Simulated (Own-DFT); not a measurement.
GaN (wurtzite, strained, atoms displaced), GaP (zincblende, strained, atoms displaced), SiC (4H silicon carbide, strained, atoms displaced) (calculated)

A calculation, not a measurement: plane-wave PBE density functional theory by an unreviewed code, no spin, of a simulated periodic cell, stress positive in tension, free energy of the whole cell less one offset for each atom, forces on such cells passed a denser k mesh, this cell's mesh not checked; offsets are fitted by least squares, one for each functional and potential file, so energies compare only between cells with the same atoms and settings and are not formation energies; the far tail of each file's local potential was reset to the Coulomb form; each entry is a single point on an unrelaxed cell, so the pressure reflects the starting lattice, mostly measured values (interpolated for alloys), from which strain is counted, and rises with the displacements; printed positions are rounded, which can move forces by about a meV/angstrom; the program, named Own-DFT, is a retired in-house code; no spin-orbit coupling. Program: Own-DFT development build.

Settings shared by all entries: functional PBE.

(1) GaN (wurtzite, strained, atoms displaced)

```cif
# cell vector a (Å): 12.7560 0.0000 0.0000
# cell vector b (Å): -4.7835 8.2853 0.0000
# cell vector c (Å): 0.0000 0.0000 10.6292
data_GaN
_symmetry_space_group_name_H-M 'P 1'
_symmetry_Int_Tables_number 1
_cell_length_a 12.7560
_cell_length_b 9.5670
_cell_length_c 10.6292
_cell_angle_alpha 90.000
_cell_angle_beta 90.000
_cell_angle_gamma 120.000
_cell_volume 1123.37
loop_
_atom_site_label
_atom_site_type_symbol
_atom_site_fract_x
_atom_site_fract_y
_atom_site_fract_z
_atom_site_occupancy
Ga1 Ga 0.08348 0.22314 0.99505 1
Ga2 Ga 0.16412 0.10103 0.24972 1
N1 N 0.08593 0.22443 0.18810 1
N2 N 0.16463 0.11207 0.44140 1
Ga3 Ga 0.07906 0.22436 0.49444 1
Ga4 Ga 0.16254 0.11042 0.74774 1
N3 N 0.08125 0.21737 0.69081 1
N4 N 0.16883 0.11611 0.94576 1
Ga5 Ga 0.08043 0.55053 0.00605 1
Ga6 Ga 0.15939 0.44731 0.23983 1
N5 N 0.07792 0.55436 0.20589 1
N6 N 0.16667 0.42976 0.43591 1
Ga7 Ga 0.08718 0.55998 0.50156 1
Ga8 Ga 0.16607 0.44772 0.75286 1
N7 N 0.08096 0.54365 0.68217 1
N8 N 0.17289 0.44542 0.94226 1
Ga9 Ga 0.08108 0.88859 0.99794 1
Ga10 Ga 0.16692 0.77930 0.24571 1
N9 N 0.09118 0.89790 0.18289 1
N10 N 0.16066 0.77680 0.43878 1
Ga11 Ga 0.08576 0.89171 0.50485 1
Ga12 Ga 0.16901 0.79082 0.74675 1
N11 N 0.07442 0.89437 0.68347 1
N12 N 0.16947 0.77547 0.93825 1
Ga13 Ga 0.33766 0.22017 0.99754 1
Ga14 Ga 0.41398 0.10889 0.24756 1
N13 N 0.33507 0.22338 0.18417 1
N14 N 0.41800 0.11624 0.44470 1
Ga15 Ga 0.32483 0.22459 0.49930 1
Ga16 Ga 0.41992 0.10888 0.74844 1
N15 N 0.33378 0.20551 0.68962 1
N16 N 0.42252 0.11933 0.93794 1
Ga17 Ga 0.32998 0.55212 0.00585 1
Ga18 Ga 0.41875 0.44899 0.25112 1
N17 N 0.33432 0.56136 0.18882 1
N18 N 0.41362 0.44469 0.44171 1
Ga19 Ga 0.33249 0.55880 0.50769 1
Ga20 Ga 0.42225 0.43603 0.75063 1
N19 N 0.33219 0.55402 0.68955 1
N20 N 0.41538 0.44846 0.94076 1
Ga21 Ga 0.33231 0.88781 0.99945 1
Ga22 Ga 0.41949 0.78117 0.24393 1
N21 N 0.34173 0.89484 0.19046 1
N22 N 0.41226 0.77429 0.44348 1
Ga23 Ga 0.33453 0.89462 0.50462 1
Ga24 Ga 0.41581 0.78284 0.75599 1
N23 N 0.32858 0.87806 0.68443 1
N24 N 0.41468 0.77873 0.93667 1
Ga25 Ga 0.57504 0.21310 0.00207 1
Ga26 Ga 0.66395 0.10762 0.25479 1
N25 N 0.58547 0.22344 0.18934 1
N26 N 0.66526 0.10737 0.43456 1
Ga27 Ga 0.58832 0.22314 0.49922 1
Ga28 Ga 0.65878 0.11157 0.75009 1
N27 N 0.57745 0.21269 0.69194 1
N28 N 0.66532 0.10801 0.93838 1
Ga29 Ga 0.58081 0.55175 0.99613 1
Ga30 Ga 0.66945 0.44577 0.24892 1
N29 N 0.58885 0.55836 0.18466 1
N30 N 0.66580 0.43761 0.43305 1
Ga31 Ga 0.59386 0.56884 0.49876 1
Ga32 Ga 0.65923 0.43536 0.74789 1
N31 N 0.58078 0.55490 0.67850 1
N32 N 0.66270 0.44934 0.93928 1
Ga33 Ga 0.59117 0.89098 0.99208 1
Ga34 Ga 0.67232 0.78660 0.25323 1
N33 N 0.57740 0.88777 0.18999 1
N34 N 0.66677 0.77876 0.43942 1
Ga35 Ga 0.57514 0.88385 0.49552 1
Ga36 Ga 0.66537 0.77662 0.75387 1
N35 N 0.58274 0.88801 0.68027 1
N36 N 0.66615 0.77279 0.93481 1
Ga37 Ga 0.82967 0.21988 0.99962 1
Ga38 Ga 0.91549 0.11529 0.25063 1
N37 N 0.83838 0.22086 0.19032 1
N38 N 0.91259 0.10851 0.43444 1
Ga39 Ga 0.83311 0.21936 0.50037 1
Ga40 Ga 0.91388 0.11289 0.76160 1
N39 N 0.82967 0.22256 0.69269 1
N40 N 0.92593 0.12391 0.93565 1
Ga41 Ga 0.82776 0.54833 0.00163 1
Ga42 Ga 0.91401 0.44620 0.24764 1
N41 N 0.83347 0.55817 0.18873 1
N42 N 0.91290 0.44805 0.44404 1
Ga43 Ga 0.83854 0.55899 0.50192 1
Ga44 Ga 0.91628 0.44329 0.75273 1
N43 N 0.82654 0.55269 0.68935 1
N44 N 0.90415 0.43500 0.93806 1
Ga45 Ga 0.82716 0.89012 0.00266 1
Ga46 Ga 0.91584 0.77000 0.24867 1
N45 N 0.83872 0.89233 0.18850 1
N46 N 0.91397 0.77178 0.44208 1
Ga47 Ga 0.82953 0.89177 0.50130 1
Ga48 Ga 0.91808 0.79478 0.75310 1
N47 N 0.82889 0.88713 0.68580 1
N48 N 0.92295 0.78737 0.94509 1
```

- potential files: PseudoDojo norm-conserving, scalar-relativistic, standard set with the stringent files for Ga
- wave cutoff: 96 hartree
- occupations: Gaussian
- smearing width: 0.01 eV
- k mesh: 3 x 4 x 3 centred on Gamma
- free energy of cell above offsets: -5.680 eV
- pressure: 2.26 GPa
- stress xx: -5.41 GPa
- stress yy: -4.64 GPa
- stress zz: 3.26 GPa
- stress yz: 0.23 GPa
- stress xz: -0.42 GPa
- stress xy: 0.17 GPa

Force:
```tsv
element	x (eV/Å)	y (eV/Å)	z (eV/Å)
Ga	1.087	0.269	1.642
Ga	-0.191	2.668	0.49
N	-0.42	-0.409	-0.405
N	-0.462	-0.834	-0.85
Ga	0.307	-1.315	1.274
Ga	0.907	0.732	0.984
N	-0.885	0.728	-0.372
N	0.522	-0.758	-1.516
Ga	-0.183	0.058	-0.561
Ga	2.767	-1.199	2.019
N	-0.247	1.134	-2.684
N	-1.101	2.918	-0.619
Ga	0.027	-1.307	-0.787
Ga	0.991	-0.644	-0.198
N	-0.994	1.641	1.224
N	-2.101	0.001	-0.41
Ga	1.337	0.984	0.468
Ga	0.382	0.771	1.143
N	-0.558	-2.445	0.104
N	1.164	0.564	-0.325
Ga	-1.018	-0.217	-1.138
Ga	-0.562	-1.719	0.289
N	1.878	-0.548	0.967
N	-1.087	-0.14	-0.191
Ga	-1.37	0.77	0.635
Ga	0.309	1.313	1.305
N	-0.137	0.034	0.456
N	-0.222	-0.295	-0.856
Ga	1.886	0.259	0.399
Ga	-0.918	-1.296	0.481
N	-1.7	1.331	-0.192
N	-0.89	-1.996	-0.984
Ga	1.015	1.022	-0.254
Ga	0.072	-0.368	0.364
N	-0.339	-0.566	-0.154
N	0.716	0.757	-0.496
Ga	0.081	-0.962	-0.597
Ga	-1.914	0.214	-0.214
N	0.492	-0.107	0.817
N	0.56	-0.589	-0.728
Ga	0.497	0.523	0.424
Ga	-0.716	-0.96	1.677
N	-1.537	-1.043	-0.981
N	-0.525	0.408	-1.305
Ga	-0.205	-0.328	-1.206
Ga	0.897	-1.34	-0.981
N	-0.121	1.291	0.851
N	0.799	0.132	0.619
Ga	1.849	1.582	0.875
Ga	0.193	0.501	-0.893
N	-0.069	-0.262	-0.423
N	0.23	-0.032	0.78
Ga	-1.04	-0.183	-0.026
Ga	2.183	-0.854	0.051
N	0.279	1.319	-1.272
N	-0.283	0.414	-0.303
Ga	-0.653	0.297	1.33
Ga	-0.791	-0.392	0.361
N	-0.684	0.452	0.321
N	0.032	1.232	0.62
Ga	-0.7	-2.663	-0.505
Ga	0.464	1.204	0.241
N	0.723	0.058	1.457
N	1.165	-1.455	-0.725
Ga	-1.8	-0.823	1.261
Ga	-0.343	-0.905	-0.477
N	2.389	0.674	-1.033
N	-0.386	0.937	-0.838
Ga	0.72	0.342	0.577
Ga	-0.356	-0.12	-1.503
N	-0.333	0.096	1.303
N	-0.011	0.516	0.187
Ga	0.441	-0.212	0.636
Ga	1.854	-0.493	0.066
N	-2.068	0.584	-0.913
N	0.118	0.093	0.324
Ga	-0.49	0.67	0.542
Ga	0.062	0.01	-2.488
N	0.081	-0.534	-0.425
N	-1.847	-1.626	1.234
Ga	-0.472	1.197	-0.329
Ga	-0.563	-0.953	1.681
N	0.4	-0.726	-0.896
N	1.702	-1.117	-1.177
Ga	-1.477	-0.595	0.818
Ga	-0.691	0.405	-0.789
N	0.646	0.589	0.457
N	1.551	1.16	0.351
Ga	1.688	0.399	0.172
Ga	0.134	1.723	0.886
N	-0.577	-0.109	-0.143
N	-0.256	1.592	-0.935
Ga	1.133	-0.273	-0.001
Ga	-0.226	-2.351	0.368
N	-0.394	0.844	0.63
N	-1.816	-1.351	-1.063
```

(2) GaP (zincblende, strained, atoms displaced)

```cif
# cell vector a (Å): 10.8620 0.0000 0.0000
# cell vector b (Å): 0.0000 10.8620 0.0000
# cell vector c (Å): 0.0000 0.0000 10.9439
data_GaP
_symmetry_space_group_name_H-M 'P 1'
_symmetry_Int_Tables_number 1
_cell_length_a 10.8620
_cell_length_b 10.8620
_cell_length_c 10.9439
_cell_angle_alpha 90.000
_cell_angle_beta 90.000
_cell_angle_gamma 90.000
_cell_volume 1291.19
loop_
_atom_site_label
_atom_site_type_symbol
_atom_site_fract_x
_atom_site_fract_y
_atom_site_fract_z
_atom_site_occupancy
Ga1 Ga 0.98699 0.98386 0.99856 1
Ga2 Ga 0.01195 0.24329 0.25652 1
Ga3 Ga 0.25081 0.99925 0.25224 1
Ga4 Ga 0.24538 0.24077 0.00106 1
P1 P 0.12040 0.12693 0.12555 1
P2 P 0.11562 0.37289 0.38325 1
P3 P 0.38024 0.14041 0.36467 1
P4 P 0.36969 0.38263 0.12337 1
Ga5 Ga 0.00274 0.99369 0.49480 1
Ga6 Ga 0.98857 0.25893 0.74376 1
Ga7 Ga 0.25159 0.00566 0.74482 1
Ga8 Ga 0.24650 0.24976 0.50237 1
P5 P 0.11349 0.12248 0.63369 1
P6 P 0.13557 0.37238 0.86978 1
P7 P 0.38662 0.12876 0.87845 1
P8 P 0.37266 0.38283 0.61646 1
Ga9 Ga 0.99635 0.50317 0.00073 1
Ga10 Ga 0.00265 0.75769 0.24400 1
Ga11 Ga 0.24769 0.49835 0.24827 1
Ga12 Ga 0.25984 0.74736 0.01295 1
P9 P 0.12762 0.62113 0.13538 1
P10 P 0.12106 0.86980 0.37713 1
P11 P 0.38418 0.61595 0.37234 1
P12 P 0.37785 0.88568 0.12215 1
Ga13 Ga 0.00191 0.48614 0.49962 1
Ga14 Ga 0.00047 0.74755 0.75218 1
Ga15 Ga 0.25067 0.50017 0.74720 1
Ga16 Ga 0.25073 0.75231 0.51240 1
P13 P 0.12851 0.63009 0.63048 1
P14 P 0.10916 0.86926 0.86824 1
P15 P 0.37755 0.62318 0.87771 1
P16 P 0.38962 0.87454 0.60537 1
Ga17 Ga 0.49502 0.00668 0.00115 1
Ga18 Ga 0.49185 0.24484 0.24536 1
Ga19 Ga 0.74588 0.00759 0.24598 1
Ga20 Ga 0.75536 0.25241 0.99912 1
P17 P 0.62014 0.12631 0.12616 1
P18 P 0.61065 0.36911 0.38429 1
P19 P 0.88405 0.12737 0.37375 1
P20 P 0.88640 0.37796 0.12460 1
Ga21 Ga 0.51031 0.98415 0.50407 1
Ga22 Ga 0.49875 0.25403 0.73648 1
Ga23 Ga 0.75010 0.00922 0.75538 1
Ga24 Ga 0.75348 0.25595 0.50412 1
P21 P 0.62182 0.11994 0.63080 1
P22 P 0.62394 0.36955 0.87606 1
P23 P 0.86755 0.12853 0.87464 1
P24 P 0.87210 0.37574 0.61401 1
Ga25 Ga 0.49661 0.51178 0.99031 1
Ga26 Ga 0.49420 0.75504 0.24124 1
Ga27 Ga 0.75414 0.50340 0.24661 1
Ga28 Ga 0.75069 0.74843 0.99719 1
P25 P 0.63559 0.62544 0.12210 1
P26 P 0.62136 0.87525 0.37510 1
P27 P 0.88212 0.61899 0.37044 1
P28 P 0.87469 0.87704 0.11721 1
Ga29 Ga 0.50542 0.50586 0.50318 1
Ga30 Ga 0.50557 0.75592 0.74485 1
Ga31 Ga 0.74652 0.49336 0.76431 1
Ga32 Ga 0.74788 0.75483 0.50329 1
P29 P 0.62846 0.61654 0.62851 1
P30 P 0.63068 0.86506 0.89141 1
P31 P 0.87685 0.62403 0.88017 1
P32 P 0.86452 0.87846 0.62629 1
```

* potential files: PseudoDojo norm-conserving, scalar-relativistic, standard set
* wave cutoff: 42 hartree
* occupations: Fermi-Dirac
* smearing width: 0.1 eV
* hardware: one NVIDIA H100
* k mesh: 3 x 3 x 3 centred on Gamma
* free energy of cell above offsets: -30.013 eV
* pressure: 4.34 GPa
* stress xx: -4.54 GPa
* stress yy: -4.48 GPa
* stress zz: -4.01 GPa
* stress yz: 0.5 GPa
* stress xz: 0.2 GPa
* stress xy: -0.05 GPa
* wall time: 559.7 s

Force:
```tsv
element	x (eV/Å)	y (eV/Å)	z (eV/Å)
Ga	1.616	2.545	-1.34
Ga	-0.925	0.891	-0.561
Ga	-0.255	0.643	0.33
Ga	0.703	0.804	-0.084
P	0.152	-1.702	-0.585
P	2.249	-0.451	-1.31
P	-1.893	-2.948	2.655
P	0.56	-0.821	-0.752
Ga	-0.714	0.423	0.879
Ga	0.694	-0.331	0.958
Ga	0.342	-0.682	0.61
Ga	-0.092	-0.395	-0.038
P	0.721	0.227	-1.129
P	-1.557	0.072	0.328
P	-1.409	0.237	-1.26
P	-0.016	-0.408	0.501
Ga	1.578	-0.333	-0.223
Ga	-0.524	-0.828	0.258
Ga	0.227	-0.509	1.436
Ga	-1.128	-0.088	-0.942
P	-0.457	0.886	-1.257
P	1.297	0.138	-0.115
P	-1.198	1.336	-0.061
P	-0.694	-0.488	0.455
Ga	-0.36	2.569	0.477
Ga	-1.475	-0.435	-1.062
Ga	0.375	0.162	0.355
Ga	0.196	-0.808	-1.842
P	-0.742	-1.004	-0.453
P	2.771	0.934	1.292
P	-1.076	1.712	-1.686
P	-2.491	-0.727	3.326
Ga	1.476	-0.727	-0.201
Ga	1.29	2.31	-1.198
Ga	0.59	-0.483	0.675
Ga	-0.447	0.22	0.901
P	0.56	0.552	-0.565
P	1.575	0.071	-1.295
P	-1.31	-0.433	0.295
P	-0.83	-1.002	0.642
Ga	0.747	3.514	-1.657
Ga	-0.21	0.276	0.686
Ga	-0.71	-1.306	0.195
Ga	-1.274	-1.537	-1.229
P	0.427	0.309	-0.994
P	-0.781	-0.026	0.263
P	1.389	0.03	0.286
P	-0.263	0.969	2.161
Ga	1.421	-1.582	1.625
Ga	0.778	-0.78	0.539
Ga	-0.392	-1.091	0.687
Ga	1.127	-0.874	1.002
P	-1.412	0.088	0.143
P	1.113	-0.626	-1.365
P	-0.259	1.101	0.726
P	-1.612	-1.088	2.088
Ga	-0.231	-0.382	-0.215
Ga	0.117	-0.597	0.69
Ga	0.714	0.431	-0.986
Ga	0.154	-1.168	-0.635
P	0.438	0.993	0.414
P	-1.567	2.218	-2.205
P	-0.194	0.009	-0.896
P	1.101	-0.011	0.263
```

(3) SiC (4H silicon carbide, strained, atoms displaced)

```cif
# cell vector a (Å): 9.3730 -0.0511 -0.0082
# cell vector b (Å): -4.7307 8.1786 0.1187
# cell vector c (Å): -0.0089 0.1441 10.2640
data_SiC
_symmetry_space_group_name_H-M 'P 1'
_symmetry_Int_Tables_number 1
_cell_length_a 9.3731
_cell_length_b 9.4490
_cell_length_c 10.2650
_cell_angle_alpha 88.559
_cell_angle_beta 90.104
_cell_angle_gamma 120.357
_cell_volume 784.18
loop_
_atom_site_label
_atom_site_type_symbol
_atom_site_fract_x
_atom_site_fract_y
_atom_site_fract_z
_atom_site_occupancy
Si1 Si 0.99663 0.00560 0.39965 1
Si2 Si 0.10832 0.22211 0.16271 1
C1 C 0.00213 0.00550 0.10888 1
C2 C 0.11136 0.23239 0.33854 1
Si3 Si 0.00668 0.34408 0.40447 1
Si4 Si 0.11002 0.55262 0.15470 1
C3 C 0.00334 0.33354 0.08543 1
C4 C 0.11143 0.56112 0.34717 1
Si5 Si 0.99355 0.66343 0.40623 1
Si6 Si 0.10414 0.88341 0.15925 1
C5 C 0.00060 0.67226 0.09316 1
C6 C 0.10719 0.89256 0.34646 1
Si7 Si 0.33534 0.99345 0.41084 1
Si8 Si 0.44367 0.22974 0.15016 1
C7 C 0.33573 0.99916 0.09049 1
C8 C 0.43666 0.22031 0.34326 1
Si9 Si 0.33185 0.31974 0.40156 1
Si10 Si 0.44518 0.54906 0.15292 1
C9 C 0.32271 0.33039 0.09314 1
C10 C 0.44755 0.55836 0.33679 1
Si11 Si 0.32416 0.65576 0.40651 1
Si12 Si 0.44385 0.88512 0.15245 1
C11 C 0.33080 0.67032 0.09224 1
C12 C 0.44070 0.88401 0.35035 1
Si13 Si 0.66767 0.00410 0.40953 1
Si14 Si 0.77907 0.22354 0.15087 1
C13 C 0.66512 0.99869 0.09022 1
C14 C 0.78064 0.23358 0.34120 1
Si15 Si 0.67143 0.33258 0.41056 1
Si16 Si 0.77273 0.55133 0.15685 1
C15 C 0.67442 0.34450 0.09047 1
C16 C 0.78484 0.55483 0.34047 1
Si17 Si 0.66288 0.66132 0.41011 1
Si18 Si 0.78481 0.89150 0.15685 1
C17 C 0.66445 0.67471 0.09700 1
C18 C 0.77572 0.88488 0.34487 1
Si19 Si 0.99402 0.99750 0.90823 1
Si20 Si 0.88713 0.76812 0.65517 1
C19 C 0.99724 0.99760 0.59336 1
C20 C 0.89346 0.78029 0.84637 1
Si21 Si 0.00245 0.67090 0.90617 1
Si22 Si 0.89260 0.44317 0.65727 1
C21 C 0.99545 0.66009 0.59084 1
C22 C 0.89198 0.45214 0.84038 1
Si23 Si 0.99454 0.34232 0.91384 1
Si24 Si 0.88315 0.10684 0.65762 1
C23 C 0.99977 0.33209 0.59813 1
C24 C 0.89779 0.12087 0.84330 1
Si25 Si 0.66914 0.99421 0.90133 1
Si26 Si 0.55610 0.77784 0.66198 1
C25 C 0.66530 0.99826 0.59402 1
C26 C 0.55766 0.78011 0.84293 1
Si27 Si 0.68133 0.67154 0.90532 1
Si28 Si 0.56524 0.45408 0.66252 1
C27 C 0.67328 0.67073 0.59036 1
C28 C 0.55973 0.45355 0.83540 1
Si29 Si 0.66364 0.33521 0.90404 1
Si30 Si 0.55699 0.10587 0.65426 1
C29 C 0.66311 0.33219 0.58991 1
C30 C 0.54777 0.10572 0.83787 1
Si31 Si 0.33539 0.00546 0.91185 1
Si32 Si 0.22909 0.78454 0.66555 1
C31 C 0.32476 0.99553 0.58681 1
C32 C 0.20889 0.77218 0.84888 1
Si33 Si 0.32911 0.65453 0.91470 1
Si34 Si 0.21951 0.44434 0.66110 1
C33 C 0.32969 0.66304 0.59461 1
C34 C 0.22996 0.44815 0.83886 1
Si35 Si 0.32939 0.33361 0.90529 1
Si36 Si 0.22354 0.11198 0.64992 1
C35 C 0.33771 0.34215 0.58805 1
C36 C 0.22863 0.12384 0.83838 1
```

* potential files: PseudoDojo norm-conserving, scalar-relativistic, standard set
* wave cutoff: 42 hartree
* occupations: Fermi-Dirac
* smearing width: 0.1 eV
* hardware: one NVIDIA H100
* k mesh: 4 x 4 x 3 centred on Gamma
* free energy of cell above offsets: -7.277 eV
* pressure: -5.83 GPa
* stress xx: 5.57 GPa
* stress yy: 7.43 GPa
* stress zz: 4.48 GPa
* stress yz: 3.65 GPa
* stress xz: 0.1 GPa
* stress xy: -2.17 GPa
* wall time: 358.4 s

Force:
```tsv
element	x (eV/Å)	y (eV/Å)	z (eV/Å)
Si	0.489	-0.733	1.336
Si	-0.199	0.264	-1.635
C	0.559	-0.578	-2.644
C	0.088	-0.659	1.547
Si	-0.58	-1.114	0.979
Si	-0.653	0.88	0.378
C	-0.592	0.227	3.01
C	-0.278	-0.472	-1.267
Si	0.719	1.449	0.222
Si	1.059	1.201	0.425
C	-0.05	-1.331	-0.009
C	0.825	-0.575	-0.228
Si	-1.545	0.277	-2.04
Si	0.726	-1.482	1.058
C	-0.756	0.61	1.252
C	2.605	-0.839	-0.717
Si	-1.605	3.007	1.064
Si	-1.304	1.32	0.602
C	1.318	0.644	-0.707
C	-0.315	-1.275	1.05
Si	1.497	1.567	0.398
Si	-0.243	0.817	1.169
C	0.913	-1.412	0.788
C	0.541	0.173	-1.148
Si	0.273	-0.775	-1.152
Si	-0.465	-0.255	0.463
C	0.649	0.404	0.14
C	1.063	-1.494	0.043
Si	-1.652	0.563	-1.295
Si	0.347	1.916	-0.012
C	-0.811	-1.641	-0.419
C	-1.946	-0.637	0.65
Si	0.448	0.481	-1.54
Si	-2.088	-0.319	0.962
C	1.697	-1.217	-1.333
C	-0.688	0.744	0.013
Si	1.222	1.711	0.022
Si	0.307	1.705	-0.421
C	-0.065	0.171	-0.257
C	0.204	0.38	-0.698
Si	-1.13	-0.962	0.802
Si	-0.724	-0.187	-0.772
C	0.579	0.653	0.826
C	-0.558	-0.577	1.092
Si	1.75	-0.793	-3.549
Si	1.335	0.645	-0.245
C	-0.096	-0.196	-0.911
C	-1.062	-0.889	0.599
Si	-0.913	1.378	0.54
Si	-0.176	-0.756	-1.633
C	0.033	0.019	0.216
C	0.402	-0.881	0.858
Si	-2.511	-0.568	0.609
Si	-0.934	-1.39	-3.439
C	-0.893	-0.388	1.288
C	0.188	-0.488	3.362
Si	0.435	-0.11	-0.818
Si	-1.604	0.781	-0.294
C	0.886	0.011	1.593
C	1.27	0.756	1.049
Si	-0.781	-0.879	-1.723
Si	-0.876	-1.644	-1.59
C	1.313	0.638	2.187
C	3.092	1.744	-0.396
Si	-0.408	1.879	-2.117
Si	0.778	-0.145	-1.705
C	0.238	0.69	0.474
C	-1.415	-0.375	2.188
Si	0.476	0.375	-0.569
Si	-0.606	0.757	0.356
C	0.211	-0.869	0.683
C	-0.014	-1.934	0.994
```
